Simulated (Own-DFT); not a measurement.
# Reading a pressure off an energy slope: monoclinic HfO2, 94 atoms (Hf32O62), with two O vacancies

All values are computed. Each geometry was run twice at fixed positions with Own-DFT, a retired in-house plane-wave program that no person has reviewed: with PBE, and with HSE06 (exact exchange share 0.25 at short range, screening 0.11 per bohr, Gygi-Baldereschi treatment of its divergence). Both used PseudoDojo norm-conserving files made for PBE, a cutoff of 48 hartree, the Gamma point alone, fixed occupations, a neutral cell and no spin. The unstrained cell is 10.1 Å across at its thinnest, so Gamma alone is coarse and defects feel their images. The hafnium file keeps the 4f electrons in the core, and its forces lie about 75 meV/Å off all-electron values. The oxygen file's force components were 24 meV/Å off all-electron values in a glass.

Unstrained cell vectors in Å: (10.234, 0.000, 0.000); (0.000, 10.350, 0.000); (-1.695, 0.000, 10.445), volume V0 = 1106.4 Å³, from measured lattice constants. Each geometry has its own random strain of a few per cent, its own defect sites and random moves of rms u per axis. HSE06 gave the energy alone. D is its energy less that of PBE, over the lowest D shown. The PBE stress wasn't checked against mesh or cutoff.

| run | V - V0 (Å³) | u (Å) | P with PBE (GPa) | D (eV) |
|---|---|---|---|---|
| 1 | -16.2 | 0.0457 | 8.56 | 0.548 |
| 2 | -15.8 | 0.0496 | 9.13 | 0.497 |
| 3 | 5.5 | 0.0486 | 4.15 | 1.092 |
| 4 | -22.0 | 0.0297 | 8.26 | 0.161 |
| 5 | -27.1 | 0.0317 | 10.71 | 0.136 |
| 6 | -37.6 | 0.0486 | 15.01 | 0.000 |
| 7 | 21.0 | 0.0493 | -0.07 | 1.516 |
| 8 | -10.8 | 0.0510 | 8.69 | 0.658 |
| 9 | 30.0 | 0.0299 | -2.26 | 1.548 |
| 10 | 1.9 | 0.0511 | 4.15 | 1.097 |
| 11 | -18.5 | 0.0523 | 11.34 | ? |

## Fit

D = 0.67 + 0.0259 (V - V0) + 123 u² eV, with an error of 0.0008 on the volume slope, 22 on the last term and a scatter of 0.05 eV. Pressure is -dE/dV, and 1 eV/Å³ is 160.2 GPa, so HSE06 changes the pressure by -4.1 ± 0.1 GPa. With the ions held to the strained lattice, the PBE pressure falls by 262 ± 13 GPa per unit of volume strain; the shape of the strain isn't fitted, so the true error is larger, and a relaxed crystal would be softer. On that slope HSE06's volume at a given pressure is about 1.6 % smaller, or 0.5 % in lengths. At u = 0 and V0 the PBE pressure is 3.3 GPa, which puts the zero-pressure volume, against the measured cell and with the defects in, at +1.2 % for PBE and -0.3 % for HSE06, each good to a few tenths of a per cent.

## Check

The question: what D should run 11 give?

Estimate: 0.53 eV, with rows scattering by 0.05. The run itself gave 0.601 eV.
